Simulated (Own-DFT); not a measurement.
# Device materials side by side: how hard are they to compress?

No measurement is shown. These are fixed-geometry runs of a retired plane-wave code named Own-DFT, which no person has reviewed; spin and spin-orbit coupling are neglected.

Known weak points (not all hold for every row): forces on such cells moved up to 12 meV/angstrom on a denser k mesh; forces not confirmed at this smearing and k mesh; k mesh not checked against a denser one; forces on such cells passed a denser k mesh, each cell not checked; stress not checked against mesh or cutoff.

All runs are PBE with PseudoDojo norm-conserving files; cutoff and k mesh are each material's own. Every cell starts from measured lattice constants and was given uniform random strains and small random moves of its atoms. Each triple is the change of volume in per cent, the rms move u in Å and the pressure in GPa.

- wurtzite AlN (Al36N36), 10.45 Å³/atom unstrained: (-2.06, 0.051, 10.52); (-1.16, 0.049, 8.08); (-0.37, 0.051, 6.87); (0.74, 0.046, 3.94); (2.22, 0.052, 0.83); (3.17, 0.050, -0.67); (3.56, 0.046, -2.03)
- wurtzite GaN (Ga48N48), 11.42 Å³/atom unstrained: (-3.11, 0.051, 14.64); (-0.68, 0.049, 9.26); (-0.39, 0.048, 8.47); (0.41, 0.053, 7.38); (1.08, 0.047, 5.55); (1.45, 0.049, 4.89); (1.54, 0.051, 5.02)
- diamond silicon (Si64), 20.02 Å³/atom unstrained: (-2.88, 0.052, 5.78); (-1.73, 0.049, 4.26); (-0.11, 0.046, 2.73); (0.26, 0.049, 2.46); (1.36, 0.052, 1.73); (1.77, 0.052, 0.87); (2.64, 0.047, 0.10)
- zincblende GaAs (As32Ga32), 22.58 Å³/atom unstrained: (-2.67, 0.051, 6.39); (-1.06, 0.050, 4.94); (0.45, 0.050, 3.75); (1.18, 0.051, 3.15); (1.55, 0.051, 3.13); (1.67, 0.048, 2.91); (2.08, 0.050, 2.50)
- zincblende InP (In48P48), 25.27 Å³/atom unstrained: withheld
- grey tin (Sn64), 34.15 Å³/atom unstrained: (-3.31, 0.054, 5.59); (-1.74, 0.055, 4.76); (-1.28, 0.043, 4.33); (-0.49, 0.045, 3.98); (-0.17, 0.049, 3.78); (0.76, 0.052, 3.32); (1.80, 0.050, 2.95)

## Fit

Fit a line to each set against the fractional change of volume; B is minus its slope, and u is nearly the same within a set. To take it to zero pressure, assume that B rises by 4 GPa for each GPa: B0 = B - 4 x (mean pressure). The bond length of an ideal tetrahedral crystal with the unstrained volume v is d = (√3/4)(8 v)^(1/3). Cohen's empirical rule reads B0 = (1971 - 220 L) d^(-3.5) GPa, with L = 0 for group IV crystals and SiC and 1 for III-V compounds.

| material | L | d (Å) | B (GPa) | mean P (GPa) | B0 (GPa) | rule (GPa) |
|---|---|---|---|---|---|---|
| wurtzite AlN (Al36N36) | 1 | 1.893 | 217 ± 6 | 3.9 | 201 ± 6 | 188 |
| wurtzite GaN (Ga48N48) | 1 | 1.950 | 210 ± 6 | 7.9 | 178 ± 6 | 169 |
| diamond silicon (Si64) | 0 | 2.352 | 99 ± 4 | 2.6 | 89 ± 4 | 99 |
| zincblende GaAs (As32Ga32) | 1 | 2.448 | 79 ± 3 | 3.8 | 64 ± 3 | 76 |
| zincblende InP (In48P48) | 1 | 2.541 | ? | ? | ? | 67 |
| grey tin (Sn64) | 0 | 2.810 | 53 ± 2 | 4.1 | 36 ± 2 | 53 |

A line through ln[B0/(1971 - 220 L)] against ln d has a slope of -4.6 ± 0.1 and a scatter of 3 %. Against the rule, B0 stands at 107 % for wurtzite AlN, 105 % for wurtzite GaN, 90 % for diamond silicon, 84 % for zincblende GaAs, 69 % for grey tin. PBE tends to make silicon and heavier crystals too soft, and the rule itself is only a guide.

## Withheld run

Asked: what B0 does the fitted trend give for zincblende InP (In48P48)?

The straight line predicts 53 GPa. Its own runs give B = 79 ± 2 GPa at a mean pressure of 3.9 GPa, so B0 = 63 GPa. It lies off the trend of the others.
